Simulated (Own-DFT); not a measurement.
# How strain changes the stress of wurtzite AlGaN with randomly placed atoms, 72 atoms (Al27Ga9N36)

These are calculations, not measurements. The program, named Own-DFT, is a retired in-house plane-wave density functional code that no person has reviewed. Each row is one single-point run on a periodic cell that was not relaxed, without spin or spin-orbit coupling.

Settings of every run: PBE; PseudoDojo norm-conserving scalar-relativistic files; cutoff 42 hartree; 4 x 4 x 3 k mesh centred on Gamma; Fermi-Dirac smearing of 0.1 eV.

Known limits: forces on such cells passed a denser k mesh, each cell not checked; stress not checked against mesh or cutoff.

Unstrained cell vectors in Å: (9.394, 0.000, 0.000); (-4.697, 8.135, 0.000); (0.000, 0.000, 10.066). The unstrained cell has measured lattice constants (interpolated for alloys), not those of this functional. That, the random moves and any unrelaxed bonds set the pressure at no strain. Each run strains this cell uniformly, with the atoms carried along. Every atom was also moved at random, by a Gaussian of width 0.05 Å on each axis. The random placing of the alloy's atoms differs from row to row. Strain is the symmetric tensor, in per cent. Stress is positive in tension, and the pressure is minus a third of its trace.

| run | e_xx (%) | e_yy (%) | e_zz (%) | s_xx (GPa) | s_yy (GPa) | s_zz (GPa) | P (GPa) | E (meV/atom) |
|---|---|---|---|---|---|---|---|---|
| 1 | 1.75 | 1.75 | 0.00 | 1.13 | 5.10 | -5.80 | -0.14 | 14.0 |
| 2 | -1.25 | -1.25 | 0.00 | -15.29 | -14.83 | -8.89 | 13.00 | 60.8 |
| 3 | -0.25 | -0.25 | 0.00 | -8.15 | -7.72 | -7.27 | 7.71 | 17.9 |
| 4 | -1.50 | -1.50 | 0.00 | -14.22 | -19.84 | -7.64 | 13.90 | 44.8 |
| 5 | 2.00 | 2.00 | 0.00 | 3.99 | 4.77 | -3.97 | -1.60 | 0.0 |
| 6 | 0.50 | 0.50 | 0.00 | -4.17 | -3.40 | -5.80 | 4.46 | 15.3 |
| 7 | -2.75 | -2.75 | 0.00 | -26.04 | -25.32 | -9.30 | 20.22 | 72.6 |
| 8 | 0.25 | 0.25 | 0.00 | -3.84 | -5.68 | -6.19 | 5.24 | 1.3 |
| 9 | -0.50 | -0.50 | 0.00 | ? | ? | ? | ? | ? |

E is the free energy for each atom above the lowest run shown.

## Worked fit

The change of volume is close to e_xx + e_yy + e_zz. A straight line through the runs shown gives P = 7.19 - 228 x (fractional change of volume) GPa, with an error of 7 on the slope and a scatter of 0.63 GPa. The strain isn't the same on all axes and the cell isn't cubic, so the slope belongs to this path and is not the bulk modulus.

## Withheld run

Question: what pressure should run 9 give? Its volume changes by -1.00 %.

The line gives 9.5 GPa. The calculation gave 8.94 GPa.
